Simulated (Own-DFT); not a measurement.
Simulation results for Hf36O71 (tetragonal hafnia with one neutral oxygen vacancy, atoms displaced)

A calculation, not a measurement: plane-wave PBE and HSE06 DFT by an unreviewed code, no spin, of a simulated cell at Gamma alone, so results move with cell size and shape, stress positive in tension, energies less offsets, not probed for a lower state with spin; hafnium file: forces about 75 meV/angstrom off all-electron values; oxygen file: force components 24 meV/angstrom off all-electron in a glass; k mesh not checked against a denser one; forces and stress are PBE's, HSE06 gives the energy alone, and its difference from PBE has offsets of its own; offsets are fitted by least squares, one for each functional and potential file, so energies compare only between cells with the same atoms and settings and are not formation energies; the far tail of each file's local potential was reset to the Coulomb form; each entry is a single point on an unrelaxed cell, so the pressure reflects the starting lattice, taken from the Materials Project, from which strain is counted, and rises with the displacements; printed positions are rounded, which can move forces by about a meV/angstrom; the program is a retired in-house code; no spin-orbit coupling. Program: Own-DFT development build.

Common to all runs: first functional PBE; second functional HSE06; exact exchange share 0.25; screening 0.11 1/bohr; exchange divergence Gygi-Baldereschi; potential files PseudoDojo norm-conserving, scalar-relativistic, made for PBE, standard set; wave cutoff 48 hartree; occupations fixed; k mesh 1 x 1 x 1 centred on Gamma.

(1) Hf36O71 (tetragonal hafnia with one neutral oxygen vacancy, atoms displaced)

```xyz
107
Lattice="10.7800 0.0000 0.0000 0.0000 10.7800 0.0000 0.0000 0.0000 10.4493" Properties=species:S:1:pos:R:3 Hf36O71
Hf    10.7645    10.6893    10.3765
Hf     1.8054     1.7829     2.5701
O      0.0616     1.8541     1.6842
O      1.7870     0.0246     3.8543
O     10.7318     1.7177     4.1850
O      1.8391     0.1299     1.1693
Hf     0.2239    10.7323     5.2208
Hf     1.8358     1.8006     7.9050
O      0.0342     1.8084     6.8511
O      1.8733    10.7255     8.7127
O      0.0471     1.8235     9.6073
O      1.7521    10.6785     6.1986
Hf     0.0222     3.5821     0.0749
Hf     1.8467     5.3995     2.5907
O      0.0190     5.3603     1.6586
O      1.8289     3.5282     3.5679
O     10.7072     5.5031     4.1744
O      1.8300     3.5474     1.0203
Hf     0.0904     3.5878     5.3471
Hf     1.8875     5.5433     7.8945
O      0.0028     5.4732     6.8593
O      1.8404     3.6652     8.8802
O     10.7272     5.4521     9.3993
O      1.6915     3.6085     6.2245
Hf     0.1108     6.9542    10.4330
Hf     1.7883     8.9035     2.5088
O     10.7793     9.0575     1.6872
O      1.8305     7.2475     3.6903
O     10.6660     9.0924     4.2032
O      1.8181     7.1499     0.9767
Hf    10.7657     7.1805     5.1789
Hf     2.0052     8.8994     7.6940
O     10.7361     8.9649     6.6730
O      1.7508     7.3012     8.7501
O      0.0603     9.0622     9.4545
O      1.7394     7.1171     6.2658
Hf     3.6711     0.0539     0.0537
Hf     5.3819     1.9013     2.5474
O      3.6235     1.8554     1.4204
O      5.4459     0.0757     3.7260
O      3.7408     1.7320     4.2389
O      5.3579     0.1172     1.0989
Hf     3.5945     0.1566     5.2233
Hf     5.4030     1.9194     7.7990
O      3.5087     1.8116     6.8000
O      5.3281    10.7547     8.7490
O      3.6994     1.9597     9.3240
O      5.4605    10.7598     6.3075
Hf     3.5910     3.6446    10.4409
Hf     5.5136     5.3563     2.6895
O      3.5161     5.3911     1.6386
O      5.2868     3.6300     3.7084
O      3.5809     5.2970     4.2421
O      5.4008     3.6740     0.9423
Hf     3.3474     3.4919     5.1733
Hf     5.3667     5.3907     7.9244
O      3.4115     5.3936     6.7923
O      5.4090     3.5328     8.7541
O      3.7167     5.1990     9.3774
O      5.3316     3.5797     6.2361
Hf     3.4954     7.1636     0.0672
Hf     5.4407     8.8834     2.6088
O      3.6765     8.8507     1.5100
O      3.6573     8.8805     4.2038
O      5.2497     7.2143     1.0080
Hf     3.6761     7.2327     5.1736
Hf     5.3927     9.1631     7.9128
O      3.6065     8.9138     6.8103
O      5.3283     7.1490     8.8635
O      3.6666     8.9485     9.4180
O      5.3699     7.1383     6.2181
Hf     7.2742    10.7190     0.0754
Hf     8.9994     1.8864     2.6519
O      7.1420     1.7378     1.7036
O      8.9092    10.6031     3.7701
O      7.1517     1.8366     4.1889
O      9.0027     0.0215     1.1056
Hf     7.3646     0.0139     5.2197
Hf     8.8347     1.8236     7.8512
O      7.2511     1.9155     6.9492
O      8.8259     0.0084     8.8441
O      7.2277     1.7912     9.4417
O      8.9316    10.6563     6.2302
Hf     7.1905     3.6392     0.0382
Hf     8.8909     5.4084     2.6960
O      7.0515     5.3926     1.5869
O      9.1192     3.4238     3.6147
O      7.0917     5.3160     4.1210
O      8.9654     3.6338     1.1595
Hf     7.1691     3.5207     5.2027
Hf     9.0665     5.3351     7.7097
O      7.2599     5.3089     6.8879
O      8.8797     3.4848     8.7730
O      7.1966     5.3871     9.4514
O      8.9502     3.6271     6.2968
Hf     7.1938     7.0790    10.4312
Hf     8.9788     9.0455     2.5978
O      7.2181     9.0406     1.5017
O      9.0941     7.1577     3.4577
O      7.2665     9.0481     4.1116
O      8.9198     7.0366     0.9233
Hf     7.2935     7.1762     5.3781
Hf     9.0727     9.0405     7.9655
O      7.1905     8.8946     6.9994
O      9.0363     7.2407     8.9148
O      7.2158     8.9265     9.5345
O      8.9487     7.2865     6.3281
```

```
PBE energy of cell above offsets : -87.314 eV
HSE06 less PBE above offsets     : 0.472 eV
PBE pressure                     : 6.55 GPa
PBE stress xx                    : -7.05 GPa
PBE stress yy                    : -6.17 GPa
PBE stress zz                    : -6.42 GPa
PBE stress yz                    : -2.33 GPa
PBE stress xz                    : -0.35 GPa
PBE stress xy                    : -0.23 GPa
```

Force:
```tsv
element	x (eV/Å)	y (eV/Å)	z (eV/Å)
Hf	0.579	2.122	2.456
Hf	-0.368	-1.457	-0.111
O	-1.178	0.645	-0.624
O	1.587	-0.374	-2.937
O	0.597	1.141	0.861
O	0.151	-1.595	-1.604
Hf	-5.887	0.484	-0.831
Hf	-1.177	0.154	0.663
O	-0.198	0.256	0.406
O	0.085	0.937	1.363
O	0.18	-0.757	-0.992
O	4.853	0.197	3.188
Hf	0.128	-0.565	0.28
Hf	-0.549	-0.301	2.104
O	0.122	0.385	-1.163
O	-0.065	0.96	1.356
O	0.304	-2.918	0.574
O	-0.76	0.661	0.04
Hf	-5.141	-1.148	-2.911
Hf	-1.522	-1.993	-1.274
O	1.274	-0.695	-1.199
O	-1.02	-0.228	-0.185
O	0.315	-3.734	-0.708
O	2.428	-0.134	1.84
Hf	-4.483	4.174	0.863
Hf	0.769	1.634	2.074
O	0.925	-0.402	-1.628
O	-0.635	-0.685	-1.333
O	1.046	-3.054	-0.94
O	-1.627	0.315	1.852
Hf	0.443	2.755	0.944
Hf	-4.479	2.64	0.383
O	1.048	-0.072	1.944
O	0.25	-2.11	3.366
O	-0.6	-2.099	-0.509
O	0.771	0.8	-0.61
Hf	-0.403	0.253	-0.94
Hf	-0.404	-2.028	1.519
O	-0.225	-0.004	1.586
O	-0.873	-0.901	-1.665
O	-1.168	2.676	-1.918
O	0.418	-0.813	-1.237
Hf	1.814	-3.962	0.855
Hf	-0.888	-2.298	-0.852
O	0.205	-0.285	-1.004
O	-0.148	4.652	3.641
O	-0.735	-2.331	0.5
O	-0.6	0.316	-0.508
Hf	-0.47	-2.685	0.985
Hf	-3.618	1.055	0.831
O	1.451	0.034	-1.023
O	0.697	-0.867	-1.271
O	-0.605	1.264	-0.143
O	0.049	-0.376	0.795
Hf	3.876	1.973	0.107
Hf	0.047	0.588	-1.969
O	2.905	-0.387	0.176
O	1.185	2.595	1.871
O	-0.78	4.438	-0.627
O	0.05	-0.409	-0.354
Hf	4.883	0.85	-2.097
Hf	0.431	1.037	1.082
O	-2.144	1.206	0.676
O	0.685	2.403	-1.117
O	2.153	-0.661	0.664
Hf	-0.921	-2.272	0.781
Hf	0.713	-4.949	-2.354
O	2.876	0.011	-1.721
O	0.232	-0.034	-0.127
O	-0.822	0.403	0.525
O	1.347	-0.744	-0.571
Hf	-0.801	0.29	-0.187
Hf	0.429	-4.423	-0.889
O	1.177	0.795	-1.211
O	0.013	3.605	-1.693
O	0.746	0.013	0.726
O	0.805	-0.088	-0.938
Hf	-2.966	-0.935	-1.467
Hf	4.12	-1.709	0.622
O	-3.239	-0.007	-3.356
O	1.064	0.583	1.614
O	-0.757	-0.058	1.157
O	2.051	1.011	1.981
Hf	0.629	-1.238	-0.994
Hf	1.112	-1.165	-1.472
O	2.723	0.095	-0.816
O	-0.786	5.374	2.445
O	1.483	0.738	0.863
O	-0.294	-0.125	-1.475
Hf	-1.212	0.656	1.32
Hf	-1.634	0.555	2.529
O	-1.428	0.974	-1.086
O	0.978	3.31	2.118
O	-0.292	-1.327	-0.549
O	1.361	0.109	-1.294
Hf	-0.896	2.119	-0.1
Hf	-0.649	0.209	0.946
O	-0.907	-0.407	1.13
O	-0.789	1.096	1.752
O	-1.39	-3.024	1.291
O	1.85	-0.416	1.008
Hf	-3.015	1.334	-0.749
Hf	-0.244	-1.715	-2.372
O	0.23	-0.281	-1.054
O	0.131	-1.023	-0.671
O	-0.591	0.824	-0.448
O	1.611	-1.433	-0.792
```

(2) Hf36O71 (tetragonal hafnia with one neutral oxygen vacancy, atoms displaced)

```xyz
107
Lattice="10.7800 0.0000 0.0000 0.0000 10.7800 0.0000 0.0000 0.0000 10.4493" Properties=species:S:1:pos:R:3 Hf36O71
Hf    10.7762     0.0010     0.0938
Hf     1.8835     1.7749     2.6176
O     10.7385     1.8055     1.6378
O      1.7935    10.7693     3.6062
O      0.0145     1.8096     4.2278
O      1.8524    10.7548     1.0295
Hf    10.7744     0.0242     5.1888
Hf     1.8347     1.7834     7.7971
O     10.7701     1.8145     6.7690
O      1.8228     0.0280     8.8267
O      0.0365     1.7652     9.4539
O      1.7967     0.0102     6.2416
Hf     0.0104     3.6301     0.0232
Hf     1.8203     5.4014     2.6048
O      1.8087     3.6055     3.6177
O      0.0289     5.3806     4.1987
O      1.7868     3.6169     0.9768
Hf    10.7467     3.6144     5.2533
Hf     1.7867     5.4102     7.8552
O      0.0009     5.3638     6.7969
O      1.8066     3.5790     8.8230
O      0.0111     5.4203     9.4031
O      1.8242     3.6132     6.2599
Hf     0.0311     7.2547    10.4394
Hf     1.7983     9.0059     2.6045
O     10.7611     9.0200     1.6622
O      1.7917     7.2073     3.6400
O      0.0052     8.9470     4.2090
O      1.8246     7.2102     1.0056
Hf    10.7764     7.1677     5.2367
Hf     1.8055     8.9601     7.8293
O      0.0466     9.0087     6.8113
O      1.7504     7.1911     8.8906
O     10.7510     8.9703     9.3859
O      1.7923     7.2337     6.2516
Hf     3.5833     0.0171     0.0394
Hf     5.3307     1.8230     2.6004
O      3.5901     1.7520     1.5616
O      5.4293    10.7451     3.5970
O      3.6548     1.7610     4.2540
O      5.4056    10.6985     0.9991
Hf     3.6136    10.7483     5.2363
Hf     5.3942     1.8050     7.8009
O      3.6097     1.7941     6.8122
O      5.3708     0.0036     8.9054
O      3.6318     1.7875     9.4759
O      5.4143    10.7621     6.2340
Hf     3.6320     3.5641    10.4198
Hf     5.4492     5.4029     2.5997
O      3.5939     5.4252     1.5662
O      5.3370     3.5918     3.6523
O      3.5953     5.3661     4.2229
O      5.3301     3.6217     0.9466
Hf     3.5318     3.5869     5.1867
Hf     5.3660     5.4099     7.8454
O      3.6759     5.3822     6.7828
O      5.3540     3.5905     8.8458
O      3.5226     5.3820     9.4026
O      5.3787     3.5688     6.2550
Hf     3.5962     7.1712     0.0244
Hf     5.3837     9.0061     2.5974
O      3.5761     8.9821     1.6186
O      5.3899     7.2360     3.6951
O      3.5581     9.0286     4.2386
O      5.3708     7.1654     1.0179
Hf     3.6220     7.2100     5.2738
Hf     5.3705     8.9873     7.8167
O      3.6266     8.9506     6.7952
O      5.3757     7.1688     8.8396
O      3.5744     8.9797     9.4190
O      5.4002     7.1677     6.2656
Hf     7.1940    10.7796    10.4476
Hf     8.9757     1.8299     2.6077
O      7.1221     1.7303     1.5933
O      9.0107     0.0642     3.6165
O      7.1942     1.7734     4.1962
O      8.9091    10.7382     1.0344
Hf     7.1896     0.0337     5.2002
Hf     8.9979     1.8220     7.7980
O      7.1973     1.7685     6.7482
O      8.9088     0.0046     8.7892
O      7.1459     1.7925     9.3759
O      8.9658     0.0196     6.2479
Hf     7.1680     3.5813     0.0611
Hf     8.9646     5.4132     2.5858
O      7.1483     5.3671     1.6005
O      9.0034     3.5877     3.6033
O      7.1848     5.4328     4.1668
O      9.0298     3.5844     1.0263
Hf     7.2242     3.5898     5.2150
Hf     8.9837     5.4027     7.8266
O      7.2022     5.3900     6.8290
O      8.9304     3.5906     8.8943
O      7.1578     5.3983     9.4716
O      8.9904     3.5786     6.2480
Hf     7.1992     7.2231     0.0664
Hf     9.0301     8.9846     2.5943
O      7.1970     8.9494     1.5729
O      9.0011     7.1500     3.6441
O      7.1396     8.9575     4.2053
O      9.0236     7.1882     1.0598
Hf     7.1844     7.2199     5.2660
Hf     8.9554     9.0107     7.8098
O      7.2044     8.9347     6.8411
O      8.9981     7.2456     8.8705
O      7.1401     8.9492     9.3921
O      8.9940     7.1546     6.2257
```

```
PBE energy of cell above offsets : -100.837 eV
HSE06 less PBE above offsets     : -0.142 eV
PBE pressure                     : 0.86 GPa
PBE stress xx                    : -2.05 GPa
PBE stress yy                    : 0.93 GPa
PBE stress zz                    : -1.47 GPa
PBE stress yz                    : 0.09 GPa
PBE stress xz                    : 0.12 GPa
PBE stress xy                    : -0.08 GPa
```

Force:
```tsv
element	x (eV/Å)	y (eV/Å)	z (eV/Å)
Hf	-0.046	0.512	-1.436
Hf	-2.006	0.608	0.426
O	1.342	-0.733	-0.314
O	-0.087	0.648	0.165
O	0.112	0.303	-0.181
O	-1.645	0.18	0.343
Hf	-0.113	-0.447	0.6
Hf	-0.722	0.092	0.366
O	0.385	0.029	0.53
O	0.058	-0.613	0.291
O	-0.447	-0.071	0.356
O	0.307	0.089	-0.433
Hf	0.201	-0.306	-0.954
Hf	-0.34	0.306	0.098
O	0.453	-0.768	-0.235
O	-0.131	-0.056	-0.271
O	0.37	0.001	0.62
Hf	1.078	-0.314	-0.418
Hf	0.75	-0.615	-0.014
O	-0.063	0.058	0.135
O	-0.167	0.083	-0.105
O	-0.079	-0.183	0.789
O	-0.73	-0.026	-0.343
Hf	-0.142	-1.138	-0.523
Hf	0.439	-1.001	0.893
O	0.844	0.226	-1.477
O	0.191	-0.291	-0.423
O	-0.347	0.74	-0.03
O	-1.007	-0.085	0.428
Hf	0.272	0.258	-0.463
Hf	-0.058	0.583	0.245
O	-0.952	-0.101	0.018
O	0.148	0.104	-0.39
O	0.344	1.495	1.074
O	0.293	-0.501	0.322
Hf	1.214	-0.955	-1.705
Hf	1.028	-0.645	0.901
O	0.268	0.268	0.245
O	-0.305	1.117	0.101
O	-0.497	-0.029	-1.252
O	-0.459	0.182	0.385
Hf	-0.24	0.2	0.598
Hf	0.523	0.055	0.534
O	-0.153	-0.221	0.132
O	-0.037	-0.151	-1.093
O	-0.262	-0.025	-0.442
O	-0.186	-0.118	0.124
Hf	-1.502	1.007	-1.185
Hf	-1.835	0.735	1.326
O	0.253	-0.123	0.472
O	0.543	-0.087	-1.048
O	-0.183	0.832	-0.2
O	1.207	-0.343	1.626
Hf	1.215	0.689	0.83
Hf	0.703	-0.523	0.024
O	-1.767	0.389	0.224
O	-0.034	0.086	0.078
O	0.226	0.194	0.174
O	0.62	-0.186	-0.649
Hf	0.242	-0.048	-0.862
Hf	0.449	-0.522	0.132
O	0.249	-0.069	-0.103
O	-0.39	-0.707	-0.813
O	0.08	-0.712	-0.414
O	0.512	0.1	0.392
Hf	-0.104	-0.643	-0.849
Hf	0.672	0.109	1.267
O	-0.577	0.152	-0.01
O	-0.309	0.445	0.25
O	-0.039	-0.092	0.357
O	0.146	0.263	0.107
Hf	-1.012	-0.14	-1.319
Hf	-0.24	-0.253	0.151
O	0.392	0.907	-0.154
O	0.06	-1.162	0.052
O	-0.113	1.007	-0.31
O	1.484	0.082	-0.119
Hf	0.162	-0.567	0.085
Hf	-0.369	-0.369	0.615
O	0.016	0.31	0.343
O	0.186	0.259	0.729
O	0.121	0.388	0.84
O	0.429	-0.311	-0.581
Hf	0.617	0.033	-1.954
Hf	1.102	0.093	0.409
O	1.082	-0.208	-0.415
O	-0.368	0.541	0.514
O	-0.13	-0.842	0.378
O	-1.119	0.383	0.287
Hf	-1.405	0.221	0.267
Hf	-0.296	0.382	0.956
O	-0.05	-0.176	-0.121
O	0.353	0.192	-0.584
O	0.28	-0.089	0.44
O	-0.381	0.171	0.122
Hf	-0.158	0.024	-1.428
Hf	-1.453	-0.182	1.388
O	0.105	-0.343	0.245
O	0.021	0.619	-0.371
O	0.705	0.711	0.144
O	-0.076	-0.453	-0.008
Hf	-0.203	-0.235	-0.548
Hf	0.843	-0.107	0.303
O	-0.551	0.013	-0.632
O	-0.16	-1.011	-0.2
O	0.205	0.339	0.73
O	0.145	0.085	0.396
```
